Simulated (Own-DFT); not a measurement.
# Computed records: AlGa$_{3}$N$_{4}$ (wurtzite random alloy, strained, atoms displaced)

A calculation, not a measurement: plane-wave PBE density functional theory by an unreviewed code, no spin, of a simulated periodic cell, stress positive in tension, free energy of the whole cell less one offset for each atom, forces on such cells passed a denser k mesh, this cell's mesh not checked; offsets are fitted by least squares, one for each functional and potential file, so energies compare only between cells with the same atoms and settings and are not formation energies; the far tail of each file's local potential was reset to the Coulomb form; each entry is a single point on an unrelaxed cell, so the pressure reflects the starting lattice, mostly measured values, from which strain is counted, and rises with the displacements; printed positions are rounded, which can move forces by about a meV/angstrom; the program is a retired in-house code; no spin-orbit coupling. Program: Own-DFT development build.

Common to all runs: functional PBE; potential files PseudoDojo norm-conserving, scalar-relativistic, standard set; wave cutoff 42 hartree; occupations Fermi-Dirac; smearing width 0.1 eV; k mesh 4 x 4 x 3 centred on Gamma.

(1) 
```cif
# cell vector a (Å): 9.6994 0.0000 0.0000
# cell vector b (Å): -4.8497 8.4000 0.0000
# cell vector c (Å): 0.0000 0.0000 10.2685
data_AlGa3N4
_symmetry_space_group_name_H-M 'P 1'
_symmetry_Int_Tables_number 1
_cell_length_a 9.6994
_cell_length_b 9.6995
_cell_length_c 10.2685
_cell_angle_alpha 90.000
_cell_angle_beta 90.000
_cell_angle_gamma 120.000
_cell_volume 836.63
loop_
_atom_site_label
_atom_site_type_symbol
_atom_site_fract_x
_atom_site_fract_y
_atom_site_fract_z
_atom_site_occupancy
Ga1 Ga 0.10960 0.22068 0.00460 1
Ga2 Ga 0.21957 0.10565 0.23951 1
N1 N 0.11100 0.22195 0.18914 1
N2 N 0.21827 0.09633 0.43178 1
Ga3 Ga 0.11304 0.22410 0.49950 1
Ga4 Ga 0.21774 0.10440 0.74769 1
N3 N 0.11205 0.21324 0.69250 1
N4 N 0.22013 0.10779 0.94099 1
Ga5 Ga 0.10954 0.55556 0.00016 1
Ga6 Ga 0.23335 0.44957 0.25302 1
N5 N 0.11291 0.55898 0.19274 1
N6 N 0.22182 0.44348 0.44960 1
Ga7 Ga 0.11288 0.55933 0.50270 1
Ga8 Ga 0.22509 0.45518 0.75300 1
N7 N 0.12328 0.56223 0.68247 1
N8 N 0.22390 0.44996 0.93590 1
Ga9 Ga 0.10980 0.88013 0.00216 1
Al1 Al 0.22450 0.78892 0.24512 1
N9 N 0.10650 0.88912 0.19271 1
N10 N 0.22300 0.78270 0.43706 1
Ga10 Ga 0.11406 0.89486 0.49427 1
Ga11 Ga 0.22899 0.78476 0.75186 1
N11 N 0.10706 0.89568 0.68710 1
N12 N 0.21736 0.77320 0.94216 1
Ga12 Ga 0.44889 0.23339 0.00340 1
Ga13 Ga 0.56132 0.11618 0.24386 1
N13 N 0.45057 0.22863 0.19242 1
N14 N 0.56357 0.11856 0.44161 1
Al2 Al 0.43851 0.21917 0.49576 1
Ga14 Ga 0.54417 0.10626 0.75018 1
N15 N 0.44345 0.21854 0.68999 1
N16 N 0.54369 0.11170 0.93896 1
Ga15 Ga 0.43709 0.55649 0.99572 1
Al3 Al 0.55667 0.43680 0.25637 1
N17 N 0.44165 0.54817 0.19673 1
N18 N 0.54928 0.44054 0.43381 1
Ga16 Ga 0.44460 0.55267 0.49643 1
Al4 Al 0.55115 0.42976 0.74235 1
N19 N 0.44181 0.55498 0.68966 1
N20 N 0.55226 0.44754 0.94457 1
Ga17 Ga 0.43733 0.88137 0.00608 1
Ga18 Ga 0.53757 0.77320 0.25943 1
N21 N 0.43997 0.89269 0.18366 1
N22 N 0.56271 0.78211 0.44244 1
Ga19 Ga 0.44969 0.89015 0.50127 1
Ga20 Ga 0.55274 0.78061 0.75157 1
N23 N 0.44007 0.87435 0.68392 1
N24 N 0.55268 0.78448 0.93880 1
Al5 Al 0.78302 0.22298 0.00032 1
Ga21 Ga 0.89549 0.11163 0.25546 1
N25 N 0.77933 0.22261 0.18845 1
N26 N 0.89058 0.10802 0.44091 1
Ga22 Ga 0.77477 0.21256 0.49766 1
Ga23 Ga 0.89073 0.10775 0.75176 1
N27 N 0.77555 0.22519 0.68622 1
N28 N 0.88061 0.10044 0.94564 1
Ga24 Ga 0.78080 0.56213 0.99642 1
Al6 Al 0.89293 0.44949 0.24996 1
N29 N 0.77324 0.56090 0.18429 1
N30 N 0.88870 0.44735 0.43697 1
Al7 Al 0.77058 0.55415 0.50212 1
Ga25 Ga 0.88676 0.44352 0.75706 1
N31 N 0.77631 0.55545 0.69301 1
N32 N 0.88932 0.44642 0.94610 1
Al8 Al 0.77308 0.88913 0.99703 1
Ga26 Ga 0.89134 0.78490 0.25083 1
N33 N 0.76582 0.88548 0.18874 1
N34 N 0.89008 0.78188 0.44116 1
Ga27 Ga 0.77993 0.88921 0.49808 1
Al9 Al 0.90392 0.78195 0.75500 1
N35 N 0.76703 0.89630 0.69230 1
N36 N 0.88250 0.77094 0.94486 1
_calc_free_energy_of_cell_above_offsets '6.327'  # eV
_calc_pressure -0.27  # GPa
_calc_stress_xx 2.68  # GPa
_calc_stress_yy 2.26  # GPa
_calc_stress_zz -4.12  # GPa
_calc_stress_yz 0.33  # GPa
_calc_stress_xz 0.18  # GPa
_calc_stress_xy -0.31  # GPa
```

Force:
```csv
element,x (eV/Å),y (eV/Å),z (eV/Å)
Ga,-0.011,-0.136,-1.296
Ga,0.295,1.223,0.789
N,0.333,0.443,0.696
N,0.249,3.537,0.196
Ga,0.302,-0.785,0.513
Ga,0.313,1.301,1.127
N,-0.942,1.371,-0.363
N,-0.031,-0.011,0.36
Ga,0.27,-0.377,0.727
Ga,-1.884,-0.89,0.453
N,-0.197,0.578,0.168
N,0.028,0.173,-1.394
Ga,-0.596,0.009,-1.586
Ga,0.708,-1.379,-1.32
N,-1.756,-0.004,2.254
N,-0.8,-0.979,1.122
Ga,-1.054,1.11,-0.146
Al,0.039,-1.288,1.037
N,1.282,-0.644,-0.687
N,0.706,-0.106,-0.856
Ga,-0.063,-2.089,0.79
Ga,-0.722,-0.767,-0.642
N,1.028,-1.67,0.197
N,0.285,0.226,-0.487
Ga,-0.316,-0.925,-0.444
Ga,-0.015,-0.192,0.741
N,-0.459,-0.413,0.245
N,-1.793,-0.877,-0.577
Al,0.583,-0.362,-0.012
Ga,1.639,-0.228,-0.003
N,-0.84,0.258,-1.666
N,1.842,-0.025,0.588
Ga,1.298,0.513,0.91
Al,-0.258,1.589,-1.928
N,1.117,0.734,-0.699
N,1.167,-0.431,1.672
Ga,-0.377,0.624,1.033
Al,-0.83,2.151,1.427
N,1.631,-0.56,0.09
N,0.264,0.239,-1.971
Ga,0.074,1.328,-1.992
Ga,1.628,0.278,-1.584
N,-0.524,-0.425,2.433
N,-0.894,-0.769,0.133
Ga,-0.77,0.153,-0.943
Ga,0.898,-1.074,-0.145
N,-1.198,1.993,0.978
N,0.868,-0.534,0.654
Al,-0.971,-0.543,0.038
Ga,-1.148,-0.639,-1.207
N,0.525,1.146,-0.36
N,0.162,0.483,0.164
Ga,0.416,1.829,0.336
Ga,-0.735,0.847,-0.028
N,0.337,-0.42,1.13
N,-0.19,1.404,-0.269
Ga,-0.879,-1.722,0.866
Al,-0.498,-0.081,-0.169
N,0.917,-1.074,1.772
N,-0.65,0.103,0.02
Al,1.141,0.176,-0.377
Ga,0.495,-0.006,-1.351
N,-0.487,0.507,-0.454
N,0.156,-1.189,-0.317
Al,0.005,-0.927,1.073
Ga,-1.512,-1.086,-0.247
N,0.436,0.356,-0.356
N,0.045,-1.514,0.37
Ga,0.096,0.117,1
Al,-2.482,-0.872,-0.261
N,2.404,-1.287,-0.288
N,-0.1,2.497,-1.675
```

(2) 
```cif
# cell vector a (Å): 9.6994 0.0000 0.0000
# cell vector b (Å): -4.8497 8.4000 0.0000
# cell vector c (Å): 0.0000 0.0000 10.2685
data_AlGa3N4
_symmetry_space_group_name_H-M 'P 1'
_symmetry_Int_Tables_number 1
_cell_length_a 9.6994
_cell_length_b 9.6995
_cell_length_c 10.2685
_cell_angle_alpha 90.000
_cell_angle_beta 90.000
_cell_angle_gamma 120.000
_cell_volume 836.63
loop_
_atom_site_label
_atom_site_type_symbol
_atom_site_fract_x
_atom_site_fract_y
_atom_site_fract_z
_atom_site_occupancy
Al1 Al 0.10512 0.21486 0.00186 1
Ga1 Ga 0.22149 0.11686 0.24934 1
N1 N 0.10590 0.21664 0.18465 1
N2 N 0.22038 0.10219 0.44071 1
Al2 Al 0.11307 0.22602 0.50500 1
Al3 Al 0.23470 0.12143 0.75303 1
N3 N 0.10285 0.22090 0.68613 1
N4 N 0.20996 0.11004 0.93891 1
Ga2 Ga 0.10983 0.55740 0.99476 1
Ga3 Ga 0.22651 0.44937 0.24972 1
N5 N 0.12687 0.56037 0.18886 1
N6 N 0.21611 0.43620 0.44047 1
Ga4 Ga 0.11162 0.56063 0.49954 1
Ga5 Ga 0.22717 0.44208 0.74276 1
N7 N 0.10262 0.54495 0.68920 1
N8 N 0.23171 0.44482 0.92419 1
Al4 Al 0.10806 0.89185 0.00337 1
Ga6 Ga 0.23326 0.77561 0.25283 1
N9 N 0.10596 0.87939 0.18434 1
N10 N 0.22029 0.77887 0.43639 1
Ga7 Ga 0.10789 0.88748 0.49285 1
Ga8 Ga 0.22736 0.77880 0.75251 1
N11 N 0.10867 0.88701 0.69183 1
N12 N 0.21622 0.77332 0.94308 1
Ga9 Ga 0.43700 0.22835 0.00464 1
Ga10 Ga 0.55009 0.09818 0.24896 1
N13 N 0.44986 0.22089 0.18998 1
N14 N 0.55117 0.11582 0.43578 1
Al5 Al 0.43946 0.22631 0.50348 1
Al6 Al 0.55022 0.11106 0.74755 1
N15 N 0.43696 0.21810 0.69062 1
N16 N 0.55577 0.09837 0.93167 1
Ga11 Ga 0.44387 0.55698 0.99683 1
Ga12 Ga 0.55743 0.44071 0.24322 1
N17 N 0.44475 0.55560 0.19300 1
N18 N 0.54860 0.43623 0.44129 1
Ga13 Ga 0.43697 0.54571 0.50151 1
Ga14 Ga 0.54916 0.44224 0.75185 1
N19 N 0.45024 0.55410 0.68632 1
N20 N 0.55698 0.43689 0.93913 1
Ga15 Ga 0.44180 0.89543 0.01456 1
Ga16 Ga 0.56363 0.77729 0.24263 1
N21 N 0.44152 0.88712 0.19175 1
N22 N 0.55430 0.78206 0.44960 1
Ga17 Ga 0.44274 0.88739 0.49686 1
Al7 Al 0.55165 0.77660 0.75939 1
N23 N 0.44838 0.90006 0.68835 1
N24 N 0.55213 0.77477 0.94028 1
Ga18 Ga 0.77346 0.21790 0.00046 1
Ga19 Ga 0.89288 0.11352 0.24858 1
N25 N 0.78481 0.22899 0.19149 1
N26 N 0.88683 0.10163 0.43273 1
Ga20 Ga 0.78106 0.23457 0.50187 1
Ga21 Ga 0.89421 0.10725 0.75264 1
N27 N 0.77744 0.22136 0.69123 1
N28 N 0.89128 0.10770 0.93877 1
Al8 Al 0.77611 0.55945 0.00566 1
Ga22 Ga 0.89412 0.44588 0.24516 1
N29 N 0.77452 0.55629 0.19826 1
N30 N 0.89127 0.43789 0.45139 1
Ga23 Ga 0.77823 0.55088 0.50343 1
Ga24 Ga 0.87579 0.43606 0.74922 1
N31 N 0.77929 0.55565 0.68360 1
N32 N 0.89432 0.45281 0.93859 1
Ga25 Ga 0.76841 0.87905 0.00304 1
Ga26 Ga 0.87897 0.77746 0.25792 1
N33 N 0.78348 0.89880 0.19717 1
N34 N 0.88908 0.78425 0.43989 1
Al9 Al 0.77580 0.88689 0.50201 1
Ga27 Ga 0.88835 0.78365 0.74383 1
N35 N 0.78142 0.89275 0.69013 1
N36 N 0.88701 0.77245 0.93641 1
_calc_free_energy_of_cell_above_offsets '6.559'  # eV
_calc_pressure -0.08  # GPa
_calc_stress_xx 3.64  # GPa
_calc_stress_yy 1.52  # GPa
_calc_stress_zz -4.9  # GPa
_calc_stress_yz 0.51  # GPa
_calc_stress_xz -0.11  # GPa
_calc_stress_xy -0.64  # GPa
```

Force:
```csv
element,x (eV/Å),y (eV/Å),z (eV/Å)
Al,-0.279,1.08,-1.007
Ga,0.591,-1.347,0.2
N,0.685,1.359,-0.309
N,-0.504,2.538,0.192
Al,-0.614,-1.728,-1.246
Al,-2.324,-2.057,-0.34
N,2.517,-0.07,-0.059
N,1.063,-0.222,-0.009
Ga,1.102,-0.552,-0.025
Ga,0.213,-1.34,0.338
N,-1.54,-0.551,-0.351
N,0.082,0.233,0.029
Ga,0.482,-0.511,0.688
Ga,-1.218,0.177,-0.497
N,0.622,1.227,0.156
N,-0.935,-1.029,2.841
Al,0.072,-0.91,-1.003
Ga,-2.503,-0.088,-0.521
N,0.015,0.75,0.802
N,0.336,-0.319,0.545
Ga,0.243,-0.126,1.443
Ga,-0.863,-0.476,-0.395
N,0.678,1.331,-0.256
N,-0.059,1.821,0.255
Ga,0.739,-1.634,-0.782
Ga,0.374,2.394,0.874
N,-0.793,-0.392,-0.173
N,-0.15,0.123,1.071
Al,0.654,-1.294,-0.873
Al,0.994,0.105,-0.092
N,1.01,0.397,-0.303
N,-1.081,1.34,0.602
Ga,-0.052,-0.785,0.186
Ga,-0.67,-0.192,1.679
N,0.655,-0.03,-0.91
N,0.3,0.248,-0.317
Ga,0.37,1.217,-0.924
Ga,1.443,0.211,-0.555
N,-0.844,1.29,1.107
N,0.162,1.645,0.722
Ga,-0.231,-1.074,-3.298
Ga,-0.859,0.076,2.022
N,1.666,-0.285,0.83
N,1.291,-1.044,-1.393
Ga,-0.278,1.05,0.647
Al,0.217,0.747,-2.099
N,0.781,-1.316,0.637
N,-0.346,0.318,0.295
Ga,0.468,0.599,-0.609
Ga,-0.56,0.756,0.645
N,-0.59,-1.105,-0.486
N,0.274,0.888,2.048
Ga,0.404,-3.785,0.087
Ga,-1.379,0.389,-0.307
N,-1.015,-1.133,0.352
N,-0.177,0.086,1.184
Al,0.919,-0.27,-0.764
Ga,0.118,0.49,1.051
N,0.802,0.248,-1.679
N,-0.628,2.73,-2.643
Ga,-0.589,0.34,-1.422
Ga,1.061,0.99,0.168
N,-1.004,-0.093,1.721
N,-1.607,-0.935,0.982
Ga,1.181,1.003,-0.525
Ga,1.604,0.313,-1.069
N,-0.4,-1.496,-1.6
N,-0.709,-1.132,1.106
Al,-0.449,0.677,-0.047
Ga,0.843,-0.843,0.611
N,-1.604,-1.041,-0.445
N,-0.178,0.017,1.218
```

(3) 
```cif
# cell vector a (Å): 9.6994 0.0000 0.0000
# cell vector b (Å): -4.8497 8.4000 0.0000
# cell vector c (Å): 0.0000 0.0000 10.2685
data_AlGa3N4
_symmetry_space_group_name_H-M 'P 1'
_symmetry_Int_Tables_number 1
_cell_length_a 9.6994
_cell_length_b 9.6995
_cell_length_c 10.2685
_cell_angle_alpha 90.000
_cell_angle_beta 90.000
_cell_angle_gamma 120.000
_cell_volume 836.63
loop_
_atom_site_label
_atom_site_type_symbol
_atom_site_fract_x
_atom_site_fract_y
_atom_site_fract_z
_atom_site_occupancy
Ga1 Ga 0.10414 0.22729 0.00446 1
Ga2 Ga 0.23053 0.11587 0.25738 1
N1 N 0.11116 0.22670 0.18812 1
N2 N 0.22562 0.10708 0.44163 1
Ga3 Ga 0.11511 0.21695 0.49523 1
Ga4 Ga 0.22194 0.10617 0.74841 1
N3 N 0.10476 0.22355 0.69351 1
N4 N 0.22754 0.10621 0.93953 1
Ga5 Ga 0.10662 0.55906 0.99885 1
Ga6 Ga 0.21615 0.44394 0.24327 1
N5 N 0.12311 0.56565 0.18704 1
N6 N 0.22271 0.44505 0.42989 1
Al1 Al 0.10212 0.54817 0.50138 1
Al2 Al 0.21782 0.44226 0.74800 1
N7 N 0.10869 0.55542 0.69500 1
N8 N 0.22987 0.44749 0.93765 1
Ga7 Ga 0.11789 0.89714 0.00399 1
Ga8 Ga 0.22050 0.77556 0.25685 1
N9 N 0.10152 0.88026 0.18388 1
N10 N 0.22651 0.78336 0.43846 1
Al3 Al 0.10652 0.89874 0.49935 1
Ga9 Ga 0.21721 0.76964 0.75425 1
N11 N 0.11920 0.88324 0.68335 1
N12 N 0.21402 0.77177 0.94422 1
Ga10 Ga 0.45292 0.21475 0.00025 1
Al4 Al 0.55607 0.10413 0.24121 1
N13 N 0.44925 0.22748 0.19157 1
N14 N 0.56192 0.11000 0.43278 1
Al5 Al 0.44532 0.21945 0.49918 1
Ga11 Ga 0.56080 0.10824 0.75078 1
N15 N 0.43346 0.21021 0.69262 1
N16 N 0.54271 0.09806 0.94254 1
Ga12 Ga 0.45520 0.56256 0.99295 1
Ga13 Ga 0.55221 0.43967 0.25295 1
N17 N 0.44848 0.54964 0.19019 1
N18 N 0.54996 0.44448 0.44526 1
Ga14 Ga 0.45350 0.55471 0.50684 1
Al6 Al 0.55197 0.44144 0.74419 1
N19 N 0.44647 0.56233 0.69356 1
N20 N 0.55290 0.45269 0.93608 1
Ga15 Ga 0.45575 0.88885 0.00095 1
Ga16 Ga 0.56115 0.77602 0.24305 1
N21 N 0.41993 0.88293 0.19597 1
N22 N 0.55259 0.78106 0.43811 1
Ga17 Ga 0.44870 0.88425 0.50504 1
Ga18 Ga 0.54348 0.77561 0.74767 1
N23 N 0.44341 0.88407 0.69560 1
N24 N 0.55633 0.77602 0.94100 1
Ga19 Ga 0.76839 0.20832 0.99476 1
Ga20 Ga 0.89002 0.10949 0.25746 1
N25 N 0.77827 0.21881 0.18348 1
N26 N 0.89019 0.11779 0.43798 1
Ga21 Ga 0.77731 0.22674 0.49716 1
Ga22 Ga 0.88787 0.10630 0.74209 1
N27 N 0.77387 0.21648 0.69515 1
N28 N 0.89403 0.11831 0.94163 1
Ga23 Ga 0.78297 0.55600 0.99491 1
Al7 Al 0.90181 0.44626 0.24527 1
N29 N 0.79210 0.56610 0.18971 1
N30 N 0.89914 0.45373 0.43350 1
Ga24 Ga 0.77638 0.55257 0.49985 1
Al8 Al 0.89224 0.44598 0.75579 1
N31 N 0.77299 0.56236 0.69584 1
N32 N 0.89718 0.45481 0.94788 1
Ga25 Ga 0.78256 0.89101 0.99696 1
Al9 Al 0.88970 0.77935 0.24913 1
N33 N 0.77644 0.88842 0.18318 1
N34 N 0.87721 0.76419 0.44343 1
Ga26 Ga 0.77572 0.89007 0.49779 1
Ga27 Ga 0.87731 0.76220 0.74126 1
N35 N 0.78227 0.88869 0.69309 1
N36 N 0.88566 0.77158 0.93981 1
_calc_free_energy_of_cell_above_offsets '8.074'  # eV
_calc_pressure 0.21  # GPa
_calc_stress_xx 2  # GPa
_calc_stress_yy 0.6  # GPa
_calc_stress_zz -3.24  # GPa
_calc_stress_yz -0.32  # GPa
_calc_stress_xz 0.6  # GPa
_calc_stress_xy 0.26  # GPa
```

Force:
```csv
element,x (eV/Å),y (eV/Å),z (eV/Å)
Ga,2.079,0.293,-1.087
Ga,-0.68,-0.776,-2.243
N,0.389,-1.114,1.154
N,0.162,0.44,0.582
Ga,-0.945,1.582,0.649
Ga,-1.149,-0.763,0.947
N,1.439,0.564,-1.058
N,-0.776,1.281,0.037
Ga,2.294,0.068,0.5
Ga,1.436,0.821,0.114
N,-1.443,-1.747,0.37
N,-0.393,-0.022,2.274
Al,1.698,1.62,-0.161
Al,0.35,0.185,0.75
N,0.014,-1.791,-1.29
N,-0.986,-0.021,-0.642
Ga,-0.447,-1.349,-1.259
Ga,-1.943,-0.425,-0.251
N,-0.198,1.19,2.73
N,-1.196,-0.851,2.149
Al,1.544,-2.573,0.208
Ga,-0.063,1.068,0.304
N,-1.806,0.351,-0.334
N,1.084,1.365,-0.722
Ga,-2.967,1.84,0.096
Al,-0.408,0.368,0.996
N,1.008,-1.545,0.149
N,-1.335,0.547,0.286
Al,0.603,-0.295,0.306
Ga,-1.618,-0.572,-0.102
N,1.767,2.281,-1.524
N,1.977,0.991,-0.94
Ga,-1.313,-1.209,1.516
Ga,1.093,1.414,-0.545
N,-0.865,0.761,-0.449
N,1.648,-1.845,0.074
Ga,-2.42,0.907,-1.07
Al,-0.411,-0.079,1.218
N,-0.128,-2.274,-0.005
N,2.524,-1.991,-1.227
Ga,-2.29,-1.99,1.004
Ga,-1.508,-0.581,0.698
N,4.419,2.429,-1.736
N,1.555,-0.798,-0.101
Ga,-1.636,0.615,-0.737
Ga,2.328,0.343,0.969
N,-0.996,0.883,-0.607
N,0.283,1.278,-0.538
Ga,0.388,1.575,0.488
Ga,-0.233,0.071,-2.262
N,-0.632,0.403,1.176
N,0.573,-0.715,1.334
Ga,0.086,0.112,0.138
Ga,0.039,0.117,1.353
N,0.238,2.027,-0.577
N,-0.575,-1.287,-1.213
Ga,-1.53,0.261,1.222
Al,-1.252,0.361,-0.642
N,-0.098,-1.346,0.723
N,-0.559,-1.037,0.22
Ga,0.112,-0.584,0.086
Al,-0.461,-0.127,0.177
N,1.018,-5.265,-1.397
N,-0.934,-2.781,-2.419
Ga,0.482,-0.252,-0.706
Al,-0.073,-0.547,-0.247
N,0.985,0.215,1.5
N,0.696,2.912,-1.243
Ga,-0.116,-0.328,0.402
Ga,1.009,4.42,2.171
N,-1.115,-0.454,-0.89
N,0.18,1.371,-0.844
```

(4) 
```cif
# cell vector a (Å): 9.6994 0.0000 0.0000
# cell vector b (Å): -4.8497 8.4000 0.0000
# cell vector c (Å): 0.0000 0.0000 10.2685
data_AlGa3N4
_symmetry_space_group_name_H-M 'P 1'
_symmetry_Int_Tables_number 1
_cell_length_a 9.6994
_cell_length_b 9.6995
_cell_length_c 10.2685
_cell_angle_alpha 90.000
_cell_angle_beta 90.000
_cell_angle_gamma 120.000
_cell_volume 836.63
loop_
_atom_site_label
_atom_site_type_symbol
_atom_site_fract_x
_atom_site_fract_y
_atom_site_fract_z
_atom_site_occupancy
Ga1 Ga 0.11451 0.22837 0.99529 1
Ga2 Ga 0.22052 0.11101 0.25255 1
N1 N 0.11421 0.22243 0.18471 1
N2 N 0.23109 0.10280 0.44722 1
Al1 Al 0.11233 0.22107 0.50600 1
Ga3 Ga 0.22435 0.11433 0.74941 1
N3 N 0.09723 0.21761 0.68918 1
N4 N 0.22695 0.10960 0.93792 1
Ga4 Ga 0.11185 0.55980 0.00074 1
Ga5 Ga 0.23296 0.45096 0.26354 1
N5 N 0.10848 0.56713 0.18709 1
N6 N 0.22321 0.43860 0.43253 1
Al2 Al 0.10897 0.54936 0.49399 1
Ga6 Ga 0.22378 0.44682 0.75660 1
N7 N 0.11262 0.55605 0.69283 1
N8 N 0.21925 0.44127 0.94072 1
Ga7 Ga 0.10972 0.88886 0.99634 1
Ga8 Ga 0.22176 0.78307 0.24845 1
N9 N 0.11010 0.89420 0.19009 1
N10 N 0.22975 0.78238 0.43488 1
Ga9 Ga 0.11423 0.88526 0.49243 1
Al3 Al 0.22228 0.78899 0.74684 1
N11 N 0.10906 0.88677 0.68740 1
N12 N 0.22316 0.77248 0.94509 1
Ga10 Ga 0.45151 0.22279 0.00531 1
Al4 Al 0.54952 0.10142 0.25316 1
N13 N 0.43901 0.22006 0.18001 1
N14 N 0.55586 0.10049 0.43386 1
Ga11 Ga 0.44799 0.22521 0.49741 1
Al5 Al 0.55755 0.11420 0.75518 1
N15 N 0.44165 0.22407 0.68991 1
N16 N 0.55019 0.11063 0.93603 1
Ga12 Ga 0.44286 0.54726 0.99560 1
Ga13 Ga 0.54233 0.43939 0.25658 1
N17 N 0.44227 0.55799 0.18218 1
N18 N 0.55504 0.44362 0.44143 1
Ga14 Ga 0.44999 0.55170 0.50137 1
Ga15 Ga 0.55947 0.45014 0.75074 1
N19 N 0.44400 0.56680 0.68471 1
N20 N 0.56104 0.45070 0.94116 1
Ga16 Ga 0.44315 0.90151 0.00269 1
Al6 Al 0.56050 0.78281 0.24726 1
N21 N 0.45232 0.89043 0.19495 1
N22 N 0.55509 0.77130 0.43625 1
Ga17 Ga 0.43871 0.89087 0.49646 1
Al7 Al 0.55504 0.77743 0.75432 1
N23 N 0.44407 0.89354 0.68729 1
N24 N 0.56400 0.77767 0.94390 1
Ga18 Ga 0.78036 0.22642 0.00109 1
Ga19 Ga 0.88480 0.10213 0.25544 1
N25 N 0.77132 0.22295 0.18492 1
N26 N 0.89254 0.11305 0.44603 1
Ga20 Ga 0.77743 0.21648 0.50329 1
Ga21 Ga 0.89476 0.11877 0.75460 1
N27 N 0.77816 0.21805 0.69429 1
N28 N 0.88084 0.10738 0.93910 1
Al8 Al 0.77930 0.55938 0.99817 1
Ga22 Ga 0.89478 0.44248 0.24619 1
N29 N 0.78062 0.56789 0.18135 1
N30 N 0.88959 0.44256 0.44498 1
Ga23 Ga 0.77730 0.56082 0.50476 1
Ga24 Ga 0.89192 0.45063 0.75244 1
N31 N 0.77341 0.54856 0.68711 1
N32 N 0.88051 0.44042 0.94019 1
Al9 Al 0.77396 0.88857 0.00307 1
Ga25 Ga 0.89177 0.78837 0.25487 1
N33 N 0.78726 0.88827 0.18388 1
N34 N 0.88681 0.77469 0.43966 1
Ga26 Ga 0.77660 0.88005 0.49766 1
Ga27 Ga 0.89086 0.78006 0.75228 1
N35 N 0.77041 0.88761 0.68349 1
N36 N 0.88580 0.77418 0.94171 1
_calc_stress_xx ?
```

To be estimated
1. What stress xx does the calculation give for AlGa$_{3}$N$_{4}$ (wurtzite random alloy, strained, atoms displaced) (entry 4)?
2. Give the table of force values for AlGa$_{3}$N$_{4}$ (wurtzite random alloy, strained, atoms displaced) (entry 4).

Calculated values
1. 3.82 GPa
2. 
Force:
```csv
element,x (eV/Å),y (eV/Å),z (eV/Å)
Ga,-0.015,-1.771,0.76
Ga,-0.016,0.295,-0.468
N,-0.697,0.376,1.181
N,-2.274,1.548,-0.831
Al,0.038,-0.394,-0.761
Ga,-0.425,-0.349,-0.199
N,2.642,1.424,-0.618
N,-0.537,0.426,0.014
Ga,-0.155,-1.039,-0.067
Ga,-0.86,-0.406,-5.219
N,1.484,-0.889,0.75
N,-0.662,-0.346,4.855
Al,0.146,0.573,1.001
Ga,-0.335,0.03,-1.428
N,-0.142,1.209,-1.168
N,-0.02,0.903,0.034
Ga,-0.081,-0.064,0.538
Ga,0.142,0.079,-0.572
N,0.522,-0.122,0.013
N,-0.969,-2.296,0.537
Ga,-0.432,-0.451,1.13
Al,1.272,-1.241,0.422
N,0.294,0.105,0.117
N,-0.558,1.476,-1.791
Ga,-1.004,0.62,-2.416
Al,0.187,1.55,-1.011
N,1.035,-0.403,3.814
N,-0.442,1.838,0.106
Ga,0.987,-0.785,0.841
Al,-0.062,-0.24,-1.457
N,1.27,0.144,0.052
N,0.806,0.56,-0.025
Ga,-0.402,1.144,0.44
Ga,1.429,0.934,-2.169
N,0.259,0.689,1.589
N,0.513,-0.224,0.017
Ga,-1.343,0.909,-0.292
Ga,-0.768,-0.536,0.053
N,0.55,-0.709,1.543
N,0.784,-0.712,-0.399
Ga,1.222,-1.743,0.021
Al,0.42,-1,-0.084
N,-0.394,0.198,-0.391
N,-0.267,0.381,-0.958
Ga,1.844,-0.71,0.936
Al,-0.233,0.977,-0.483
N,-0.109,-0.07,1.347
N,-1.112,0.169,-0.875
Ga,-0.205,-0.754,-0.563
Ga,0.117,1.522,-0.856
N,0.089,-0.987,1.6
N,1.059,-0.429,-0.57
Ga,-0.389,0.379,0.186
Ga,-1.505,-1.923,-0.376
N,-1.525,0.506,0.038
N,0.832,-0.311,0.989
Al,-0.099,-0.216,0.574
Ga,-1.876,0.482,0.443
N,0.032,-1.16,1.091
N,0.245,0.355,-0.546
Ga,0.981,-1.003,-1.187
Ga,0.364,-1.017,-0.553
N,0.082,1.118,0.863
N,0.074,1.38,0.249
Al,0.94,0.138,-0.968
Ga,0.972,-1.921,-1.22
N,-2.489,0.29,0.613
N,0.74,0.396,0.249
Ga,-0.995,0.976,0.55
Ga,-0.901,0.006,-0.465
N,0.357,-0.361,1.543
N,-0.431,0.477,-0.11
```

Further results for AlGa$_{3}$N$_{4}$ (wurtzite random alloy, strained, atoms displaced) (entry 4):

```
free energy of cell above offsets : 6.279 eV
pressure                          : -0.12 GPa
stress yy                         : 2.91 GPa
stress zz                         : -6.36 GPa
stress yz                         : 0.61 GPa
stress xz                         : 0.31 GPa
stress xy                         : -0.69 GPa
```
